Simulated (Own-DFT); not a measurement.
## Calculated data, Al₃₂O₄₇ (corundum with one vacancy, atoms displaced)

All values are calculated (Own-DFT development build). A calculation, not a measurement: plane-wave PBE density functional theory by an unreviewed code, no spin, of a simulated periodic cell, stress positive in tension, free energy of the whole cell less one offset for each atom, defect cell not probed for a lower state with spin; oxygen file: force components 24 meV/angstrom off all-electron in one glass; forces on such cells passed a denser k mesh, this cell's mesh not checked; offsets are fitted by least squares, one for each functional and potential file, so energies compare only between cells with the same atoms and settings and are not formation energies; the far tail of each file's local potential was reset to the Coulomb form; each entry is a single point on an unrelaxed cell, so the pressure reflects the starting lattice, mostly measured values, from which strain is counted, and rises with the displacements; printed positions are rounded, which can move forces by about a meV/angstrom; the program is a retired in-house code; no spin-orbit coupling; before rounding, a Quantum ESPRESSO 7.3.1 run of the same cell and cutoff gave forces within 1 meV/angstrom rms on each cell, which checks the program and not the settings.

Settings shared by all entries: functional PBE; potential files PseudoDojo norm-conserving, scalar-relativistic, standard set; wave cutoff 72 hartree; occupations Fermi-Dirac; smearing width 0.1 eV; k mesh 3 x 3 x 3 centred on Gamma.

(1) Al₃₂O₄₇ (corundum with one vacancy, atoms displaced)

```
CELL_PARAMETERS angstrom
5.49400 0.00000 8.66040
-2.74700 4.75790 8.66040
-2.74700 -4.75790 8.66040
ATOMIC_POSITIONS crystal
Al 0.16937 0.18277 0.17232
Al 0.32182 0.33027 0.31581
Al 0.41086 0.42906 0.43659
Al 0.07213 0.07075 0.08162
O 0.27138 0.47842 0.13043
O 0.45811 0.13229 0.27571
O 0.13865 0.27265 0.46475
O 0.22965 0.01875 0.36859
O 0.03128 0.37183 0.21720
O 0.36989 0.22074 0.03801
Al 0.17877 0.18012 0.67454
Al 0.32752 0.33065 0.82141
Al 0.43583 0.42109 0.91965
Al 0.06856 0.07960 0.56731
O 0.27808 0.46922 0.62669
O 0.47843 0.12454 0.77092
O 0.12081 0.28297 0.97040
O 0.22285 0.01356 0.87709
O 0.01393 0.36872 0.73674
O 0.37928 0.21802 0.53278
Al 0.17939 0.67590 0.18222
Al 0.33626 0.82042 0.32196
Al 0.43202 0.93057 0.42247
Al 0.06979 0.57443 0.07229
O 0.27471 0.98096 0.11732
O 0.48316 0.61952 0.27277
O 0.13680 0.77373 0.46984
O 0.21429 0.53570 0.37559
O 0.03993 0.87973 0.21683
O 0.37262 0.72131 0.02222
Al 0.17989 0.67214 0.67832
Al 0.32977 0.81918 0.82700
Al 0.42528 0.92733 0.92111
Al 0.07869 0.56765 0.57404
O 0.27981 0.97419 0.62197
O 0.47050 0.62588 0.78950
O 0.12675 0.77305 0.97089
O 0.22298 0.53376 0.87343
O 0.03081 0.85913 0.72928
O 0.38261 0.73274 0.52233
Al 0.66743 0.18022 0.17320
Al 0.81861 0.33336 0.31106
Al 0.92724 0.43224 0.42249
Al 0.56159 0.08158 0.07372
O 0.77797 0.47308 0.12356
O 0.97628 0.12733 0.28093
O 0.62455 0.26627 0.48275
O 0.72562 0.03279 0.36701
O 0.51948 0.37125 0.22964
O 0.87122 0.21006 0.03413
Al 0.66419 0.18198 0.68586
Al 0.82978 0.31756 0.82064
Al 0.92679 0.42722 0.92323
Al 0.58061 0.06707 0.56641
O 0.77439 0.46653 0.62630
O 0.96509 0.13033 0.78146
O 0.62248 0.28256 0.97976
O 0.71944 0.02959 0.88060
O 0.52912 0.37411 0.72884
O 0.87401 0.21990 0.52481
Al 0.67577 0.67605 0.16770
Al 0.81875 0.82519 0.32600
Al 0.93486 0.91868 0.42567
Al 0.56712 0.57568 0.08615
O 0.76942 0.97173 0.12827
O 0.96782 0.62830 0.27928
O 0.62471 0.78133 0.45698
O 0.72166 0.52004 0.38364
O 0.52953 0.87083 0.22437
O 0.87395 0.73124 0.02027
Al 0.67959 0.67828 0.67055
Al 0.81695 0.82189 0.82607
Al 0.92163 0.93051 0.91811
Al 0.57324 0.57911 0.57083
O 0.76623 0.97008 0.63148
O 0.62381 0.76757 0.97886
O 0.72125 0.54121 0.86583
O 0.52672 0.87475 0.72212
O 0.88105 0.72477 0.52220
```

| Item | Value |
| --- | --- |
| free energy of cell above offsets | -52.951 eV |
| pressure | 8.92 GPa |
| stress xx | -9.56 GPa |
| stress yy | -9.35 GPa |
| stress zz | -7.86 GPa |
| stress yz | 0.36 GPa |
| stress xz | 0.31 GPa |
| stress xy | 0.14 GPa |

Force:
```
element  x (eV/Å)  y (eV/Å)  z (eV/Å)
     Al     1.015     -1.62    -0.052
     Al     0.449    -0.775     0.189
     Al     3.439    -0.288    -0.345
     Al     0.405     1.896    -0.377
      O     0.922     0.412    -1.091
      O     1.067     0.001     0.806
      O    -2.448      0.07    -0.499
      O    -1.606     0.533     0.846
      O    -1.443     0.969     1.051
      O    -0.002     2.086    -0.705
     Al     0.739    -1.532    -1.187
     Al    -0.568    -1.584    -1.314
     Al     -2.35    -0.022     1.971
     Al     1.538    -0.868     0.213
      O     -0.54    -0.184     0.733
      O    -2.128    -0.935     0.694
      O     0.782     0.179     0.225
      O     -1.19     1.424     1.517
      O     2.386     1.966     0.677
      O    -1.141     0.794    -0.521
     Al    -0.349     2.186    -2.138
     Al    -1.151     0.998    -0.073
     Al     -1.82     0.108    -1.144
     Al     0.122     0.697     1.562
      O     1.193    -0.825     0.356
      O    -2.158    -1.217     0.064
      O    -0.318    -0.447    -0.578
      O     0.812    -1.596     0.761
      O    -0.716    -2.261     -1.31
      O     0.498    -1.486     2.275
     Al    -0.353     1.297    -0.113
     Al    -1.598     0.741    -1.467
     Al    -0.486     0.046     0.159
     Al    -2.227    -0.377     0.696
      O    -0.165    -0.256    -0.027
      O     2.019     0.465    -1.728
      O    -0.898     0.373    -0.039
      O     1.112    -0.691    -0.848
      O    -1.044     2.305     0.639
      O    -0.553    -2.233    -1.803
     Al     0.839    -0.906     0.434
     Al     -0.23    -3.484     1.315
     Al     0.326     -0.95     -1.05
     Al     1.571    -1.982     0.903
      O      0.22     0.574    -0.713
      O    -0.397    -0.257    -1.392
      O    -0.349     2.558     0.168
      O     0.126    -0.759    -0.552
      O    -0.072      0.98     1.075
      O     0.026     0.944     1.367
     Al      2.83     0.313    -1.256
     Al    -2.421     -0.05     0.732
     Al    -0.706     0.996    -0.194
     Al    -0.644      0.17     1.304
      O    -0.099     0.603     0.916
      O     1.993    -0.272    -1.685
      O     0.177     0.878    -1.427
      O    -0.298     0.973    -1.026
      O    -0.575     0.661    -0.309
      O    -0.214    -0.403     0.706
     Al     0.069    -0.333     2.518
     Al     0.827     1.569    -0.066
     Al    -0.705     0.597     0.897
     Al     1.458     0.952    -2.891
      O     0.244     0.148     0.193
      O    -0.028     -0.08     0.139
      O     0.614    -1.771     2.199
      O     0.376     1.617     -0.99
      O     0.763     0.984    -0.527
      O    -0.459    -1.907    -0.983
     Al    -0.539    -0.866     0.182
     Al     1.458      0.18    -0.141
     Al     0.419    -1.324     1.551
     Al     0.234    -0.172     0.348
      O     1.939    -0.388     0.344
      O    -0.616     1.627     0.262
      O     0.063    -1.776      0.43
      O     0.864      0.44    -0.141
      O    -0.326    -0.432     -0.71
```

(2) Al₃₂O₄₇ (corundum with one vacancy, atoms displaced)

```
CELL_PARAMETERS angstrom
5.49400 0.00000 8.66040
-2.74700 4.75790 8.66040
-2.74700 -4.75790 8.66040
ATOMIC_POSITIONS crystal
Al 0.18054 0.17443 0.17911
Al 0.32806 0.32527 0.32834
Al 0.42627 0.42989 0.42173
Al 0.07903 0.07284 0.08045
O 0.27746 0.46436 0.11852
O 0.46914 0.12783 0.27114
O 0.13571 0.27299 0.47236
O 0.22762 0.02381 0.37367
O 0.02954 0.37373 0.21824
O 0.37277 0.22753 0.02788
Al 0.16396 0.17807 0.68632
Al 0.33121 0.31921 0.81646
Al 0.43919 0.42434 0.92059
Al 0.07121 0.07540 0.57048
O 0.27935 0.46900 0.61486
O 0.47460 0.12862 0.77562
O 0.12601 0.28491 0.97096
O 0.21434 0.03595 0.88317
O 0.02937 0.38513 0.71521
O 0.38154 0.21546 0.52671
Al 0.17338 0.67485 0.17566
Al 0.31995 0.81251 0.33846
Al 0.42018 0.92288 0.42890
Al 0.06966 0.57465 0.07541
O 0.29058 0.96067 0.12322
O 0.47448 0.62454 0.28328
O 0.11939 0.78714 0.47396
O 0.23862 0.53178 0.36006
O 0.02257 0.87076 0.23105
O 0.38128 0.72342 0.02414
Al 0.17224 0.67957 0.67049
Al 0.32934 0.82633 0.81727
Al 0.41816 0.92955 0.93377
Al 0.06891 0.57751 0.57793
O 0.28089 0.96453 0.62833
O 0.46760 0.62796 0.77525
O 0.12852 0.77331 0.97256
O 0.22737 0.52055 0.88214
O 0.02022 0.87973 0.73403
O 0.36640 0.72467 0.54038
Al 0.66717 0.16951 0.18529
Al 0.82601 0.32561 0.31578
Al 0.91382 0.44061 0.42354
Al 0.57631 0.07022 0.07959
O 0.77600 0.48587 0.12729
O 0.63014 0.27545 0.47358
O 0.71310 0.03281 0.37341
O 0.53451 0.37293 0.21815
O 0.86858 0.21813 0.03282
Al 0.68209 0.17271 0.68409
Al 0.81985 0.32749 0.82237
Al 0.92245 0.43523 0.92561
Al 0.56245 0.07464 0.57322
O 0.78480 0.47381 0.62204
O 0.97559 0.12908 0.77041
O 0.63198 0.27755 0.96996
O 0.71791 0.02958 0.88250
O 0.53103 0.36860 0.71802
O 0.87081 0.21957 0.52446
Al 0.68199 0.68264 0.16784
Al 0.81973 0.83090 0.32553
Al 0.92610 0.92743 0.42480
Al 0.57864 0.57092 0.07359
O 0.78506 0.97093 0.12268
O 0.96488 0.63705 0.27240
O 0.62516 0.76906 0.48570
O 0.71086 0.53698 0.38204
O 0.54163 0.87032 0.22241
O 0.87414 0.72495 0.02373
Al 0.67821 0.67886 0.67789
Al 0.81778 0.82401 0.83088
Al 0.92404 0.92347 0.93054
Al 0.57669 0.56905 0.57323
O 0.78562 0.97436 0.61933
O 0.97590 0.61400 0.78738
O 0.62860 0.76727 0.97112
O 0.70578 0.53237 0.88202
O 0.52614 0.87525 0.72098
O 0.88804 0.71277 0.53267
```

| Item | Value |
| --- | --- |
| free energy of cell above offsets | -53.358 eV |
| pressure | 8.58 GPa |
| stress xx | -9.18 GPa |
| stress yy | -8.81 GPa |
| stress zz | -7.74 GPa |
| stress yz | 0.06 GPa |
| stress xz | 0.49 GPa |
| stress xy | -0.39 GPa |

Force:
```
element  x (eV/Å)  y (eV/Å)  z (eV/Å)
     Al      0.33     1.131    -0.298
     Al     0.001      0.77     -1.71
     Al      1.48    -0.502     0.533
     Al    -1.714     0.188    -0.489
      O    -0.938    -0.942      2.58
      O     0.016    -0.966     0.682
      O     -1.35     0.669    -0.959
      O    -0.557     -0.15    -0.299
      O    -1.567    -0.455     0.572
      O     1.496    -1.171    -0.285
     Al     1.233     0.715     0.021
     Al    -1.788      0.32     1.407
     Al    -1.926    -0.321    -1.246
     Al    -0.212    -0.072     0.925
      O     -1.15    -0.333     1.491
      O     0.703    -1.432    -1.226
      O    -0.134    -0.767    -0.947
      O     1.168     0.341    -0.786
      O    -0.588    -1.665    -0.821
      O    -2.016      0.87     -0.86
     Al     1.048     0.774    -0.001
     Al     1.245     1.763     0.157
     Al     0.746    -0.064      1.36
     Al     2.015     0.372     0.125
      O    -2.459    -0.955     1.582
      O    -0.021     0.246    -0.222
      O     0.311    -1.114    -0.104
      O    -1.685    -0.687    -0.377
      O     0.534     0.742     0.533
      O    -0.983    -0.317    -0.759
     Al    -0.754    -2.327     1.793
     Al    -0.533    -1.462    -0.247
     Al     2.423      0.72    -0.982
     Al     2.529    -0.375     0.493
      O    -0.599     0.982     0.035
      O      1.07    -0.595     0.282
      O    -0.522     0.644     0.444
      O     -0.03     2.216    -1.718
      O      1.33     0.498    -1.514
      O         1     0.532    -0.979
     Al     1.125     2.151     0.524
     Al     0.069     -1.66     0.001
     Al     1.821    -0.696     -0.03
     Al    -0.875     0.933    -0.509
      O     1.283    -0.266    -1.627
      O    -0.522      0.85    -1.054
      O      0.58    -1.738     0.551
      O    -0.445      -0.3     0.178
      O     0.654     0.706     1.362
     Al     0.168     0.736    -2.296
     Al     0.618    -0.704     1.009
     Al     0.652    -2.432    -1.052
     Al     1.534    -0.461     2.605
      O    -0.566    -0.539    -0.266
      O    -0.995    -0.649    -0.163
      O    -0.597    -0.195    -1.002
      O     0.448    -0.087    -0.446
      O    -0.511     0.731      1.53
      O     1.084     0.502     1.831
     Al     -1.38    -1.426    -0.324
     Al     0.185    -0.496    -0.572
     Al    -0.541     1.014     0.466
     Al     -1.63    -0.127      0.11
      O    -0.904    -0.291    -0.154
      O     0.432    -1.234    -0.375
      O     0.238     1.975    -0.002
      O     2.311      0.74    -0.701
      O     -1.08    -0.305    -0.355
      O     0.193    -0.431     0.539
     Al    -0.067    -0.096    -0.841
     Al     0.941     1.002    -0.355
     Al       0.9     0.705     0.791
     Al    -2.056    -0.489     1.005
      O    -0.602    -1.369    -0.176
      O    -0.486     2.681      1.09
      O     -0.63     1.345     1.084
      O     2.369     0.261     0.143
      O    -0.127     0.332     0.722
      O    -2.744     1.506    -1.429
```

(3) Al₃₂O₄₇ (corundum with one vacancy, atoms displaced)

```
CELL_PARAMETERS angstrom
5.49400 0.00000 8.66040
-2.74700 4.75790 8.66040
-2.74700 -4.75790 8.66040
ATOMIC_POSITIONS crystal
Al 0.17709 0.17610 0.17601
Al 0.32563 0.32019 0.32547
Al 0.43329 0.42149 0.42663
Al 0.07140 0.07107 0.07715
O 0.26787 0.48310 0.12374
O 0.47625 0.12534 0.27357
O 0.11219 0.28718 0.47688
O 0.22016 0.03020 0.37848
O 0.03813 0.37979 0.21730
O 0.35923 0.22365 0.03548
Al 0.18694 0.17143 0.67169
Al 0.33466 0.31002 0.83614
Al 0.42647 0.43787 0.92188
Al 0.07482 0.06957 0.57374
O 0.28636 0.46918 0.62600
O 0.47234 0.13210 0.77287
O 0.12651 0.27365 0.96740
O 0.21535 0.02723 0.88326
O 0.01560 0.37952 0.72434
O 0.36192 0.21990 0.53695
Al 0.17819 0.66581 0.17870
Al 0.33090 0.82093 0.31579
Al 0.42938 0.92014 0.42723
Al 0.07787 0.57431 0.07703
O 0.26740 0.97657 0.13377
O 0.47116 0.63499 0.28089
O 0.13492 0.77748 0.47285
O 0.22371 0.52819 0.37857
O 0.02621 0.88627 0.21665
O 0.38661 0.70651 0.03712
Al 0.17287 0.67834 0.67304
Al 0.32066 0.81178 0.82914
Al 0.41169 0.93166 0.92912
Al 0.08425 0.56415 0.57985
O 0.28466 0.96459 0.62610
O 0.47219 0.62460 0.77963
O 0.13229 0.77267 0.97076
O 0.03677 0.86655 0.71573
O 0.37503 0.72748 0.52396
Al 0.67770 0.17919 0.17723
Al 0.81764 0.32345 0.33696
Al 0.92228 0.42228 0.42606
Al 0.57710 0.08207 0.06568
O 0.77719 0.47952 0.11770
O 0.96914 0.13875 0.26961
O 0.61438 0.28075 0.47302
O 0.71160 0.03753 0.37625
O 0.52656 0.37593 0.22513
O 0.87239 0.22128 0.01738
Al 0.67743 0.17818 0.68191
Al 0.82552 0.32246 0.82615
Al 0.93392 0.41637 0.92958
Al 0.58521 0.07459 0.57031
O 0.77735 0.47265 0.61500
O 0.96702 0.13635 0.78054
O 0.63292 0.27196 0.97590
O 0.72044 0.02860 0.87725
O 0.53435 0.37858 0.71743
O 0.87758 0.21565 0.54089
Al 0.68664 0.67517 0.17165
Al 0.82973 0.82956 0.31111
Al 0.91807 0.93050 0.42890
Al 0.57837 0.56372 0.07460
O 0.77949 0.96410 0.13716
O 0.97069 0.62470 0.27933
O 0.62909 0.77303 0.48275
O 0.72669 0.53032 0.36926
O 0.52136 0.87565 0.22459
O 0.86376 0.72458 0.03305
Al 0.68008 0.68175 0.67488
Al 0.82506 0.82615 0.81673
Al 0.93277 0.92260 0.93010
Al 0.57913 0.57583 0.57627
O 0.77446 0.96446 0.63358
O 0.97805 0.61891 0.77534
O 0.62676 0.77849 0.97973
O 0.72670 0.52075 0.86865
O 0.52364 0.88127 0.71515
O 0.86731 0.73601 0.52220
```

| Property | Result |
| --- | --- |
| free energy of cell above offsets | -51.887 eV |
| pressure | 10 GPa |
| stress xx | -10.99 GPa |
| stress yy | -10.02 GPa |
| stress zz | -8.98 GPa |
| stress yz | -0.55 GPa |
| stress xz | -0.08 GPa |
| stress xy | -0.07 GPa |

Force:
```
element  x (eV/Å)  y (eV/Å)  z (eV/Å)
     Al    -1.806    -1.123    -0.355
     Al    -1.068    -0.345    -0.258
     Al     -2.75     1.775    -0.312
     Al    -0.576     1.494     0.681
      O     2.383    -1.676     0.808
      O     -0.63    -0.034     0.043
      O     2.111    -0.394     0.339
      O    -0.017     0.737    -0.247
      O    -0.815    -1.456    -1.402
      O     2.967     0.781     2.205
     Al    -3.378     -1.29    -1.504
     Al     -1.77     2.749    -0.784
     Al    -0.229    -1.172    -1.101
     Al     0.657    -0.165     1.342
      O    -0.161    -0.506    -0.302
      O     0.647    -1.379    -0.348
      O     0.454    -0.222     0.878
      O     1.111     0.016     -0.55
      O     2.014       0.3     0.894
      O     3.213     1.876     2.036
     Al    -0.878     0.193     2.142
     Al    -1.623    -0.155     1.657
     Al     0.165     0.339    -0.182
     Al     0.006     0.861    -2.169
      O      1.18     0.678    -0.939
      O     2.491    -2.151    -2.352
      O      -1.5     0.568    -1.938
      O     0.266     0.306    -0.523
      O     0.269    -2.062    -1.146
      O    -1.889     1.704    -1.313
     Al     2.258    -1.328     0.607
     Al     1.106     1.972     1.776
     Al     1.836    -0.634     0.741
     Al    -0.743     0.678    -0.634
      O     -1.37     0.218    -0.009
      O     0.303     0.067     0.272
      O    -1.748     0.039    -0.299
      O    -2.727     0.368     1.478
      O     0.592    -1.334     0.723
     Al    -0.056    -0.113    -0.785
     Al     0.746     1.707    -0.912
     Al     0.386     0.697     1.539
     Al    -0.976    -1.956    -0.301
      O     0.533    -1.765    -0.065
      O    -1.064     -1.53    -0.273
      O      2.71    -0.855      2.14
      O     1.153     0.097     0.596
      O     0.152    -0.564    -0.459
      O     0.043    -1.799     2.516
     Al    -0.316    -0.313    -0.342
     Al    -0.083     1.977    -0.349
     Al    -0.757     1.272    -0.576
     Al    -2.397    -1.099    -1.386
      O    -0.539    -1.352     1.409
      O     2.415    -2.235     -2.28
      O    -1.764     0.787    -1.533
      O     0.578     0.351     0.306
      O    -0.469    -1.146    -0.103
      O    -0.766     1.219    -2.206
     Al    -2.812    -0.305    -1.768
     Al    -0.747    -3.872     1.343
     Al     1.917    -0.195     0.179
     Al     0.515     1.244     1.899
      O     0.396     3.288    -1.985
      O     0.139     0.689     0.447
      O    -0.213     1.779    -1.203
      O    -0.032     -1.16    -0.263
      O     0.888     1.183     1.398
      O     3.249     1.592     2.588
     Al     0.114     0.099    -0.563
     Al    -0.239    -2.588     0.708
     Al    -0.861     0.703    -0.625
     Al    -0.422     1.109    -0.829
      O      0.12     2.254     0.053
      O    -0.874     0.158     0.333
      O    -0.335     1.616     -1.71
      O     -1.74     0.124     1.024
      O    -0.532     -0.88     1.049
      O     1.589    -0.515     1.036
```
